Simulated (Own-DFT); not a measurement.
# What a defect does to the pressure of its cell: C11b WSi2

Calculated, not measured: single-point runs of Own-DFT, a retired in-house plane-wave DFT program that no person has reviewed, on unrelaxed cells, without spin or spin-orbit coupling.

Common settings: PBE; PseudoDojo norm-conserving scalar-relativistic files; cutoff 50 hartree; 5 x 5 x 5 k mesh centred on Gamma; cold (Marzari-Vanderbilt) smearing of 0.2 eV.

Keep in mind: forces on such cells failed a check on a denser k mesh; stress not checked against mesh or cutoff.

All runs share one cell, with vectors in Å (-2.148, -5.953, 3.409); (-6.444, 2.976, 1.136); (-2.553, -2.948, -6.757) and a volume of 403.2 Å³. u is the rms random offset of the atoms per axis. The defect's site can differ from row to row.

| cell | formula | u (Å) | P (GPa) |
|---|---|---|---|
| no defect | Si20W10 | 0.0200 | 4.54 |
| no defect | Si20W10 | 0.0207 | 4.64 |
| no defect | Si20W10 | 0.0466 | 5.40 |
| one Si on a W site | Si21W9 | 0.0284 | 6.08 |
| one Si on a W site | Si21W9 | 0.0300 | 6.67 |
| one Si on a W site | Si21W9 | 0.0542 | 7.46 |
| one Si vacancy | Si19W10 | 0.0279 | 3.60 |
| one Si vacancy | Si19W10 | 0.0320 | ? |
| one Si vacancy | Si19W10 | 0.0427 | 3.65 |
| one Si vacancy | Si19W10 | 0.0484 | 3.67 |
| one W on a Si site | Si19W11 | 0.0293 | 9.81 |
| one W on a Si site | Si19W11 | 0.0470 | 11.12 |
| one W on a Si site | Si19W11 | 0.0505 | 11.28 |

## Fit

P = P0 + c u² + a shift for each defect gives P0 = 4.35 GPa, c = 509 ± 112 GPa/Å² and a scatter of 0.31 GPa. The shifts, and each times the cell's volume:

- one W on a Si site: 5.43 ± 0.27 GPa, 13.7 eV
- one Si on a W site: 1.60 ± 0.26 GPa, 4.0 eV
- one Si vacancy: -1.55 ± 0.27 GPa, -3.9 eV

Against the defect-free cell, a freed cell would be larger where the shift is positive and smaller where it is negative (160.2 GPa Å³ is 1 eV). The atoms around the defects weren't relaxed, which would change these numbers.

## The run left out

Q: what pressure belongs in the blank (one Si vacancy, u = 0.0320 Å)?

From the fit: 3.32 ± 0.37 GPa. The hidden result is 3.25 GPa.
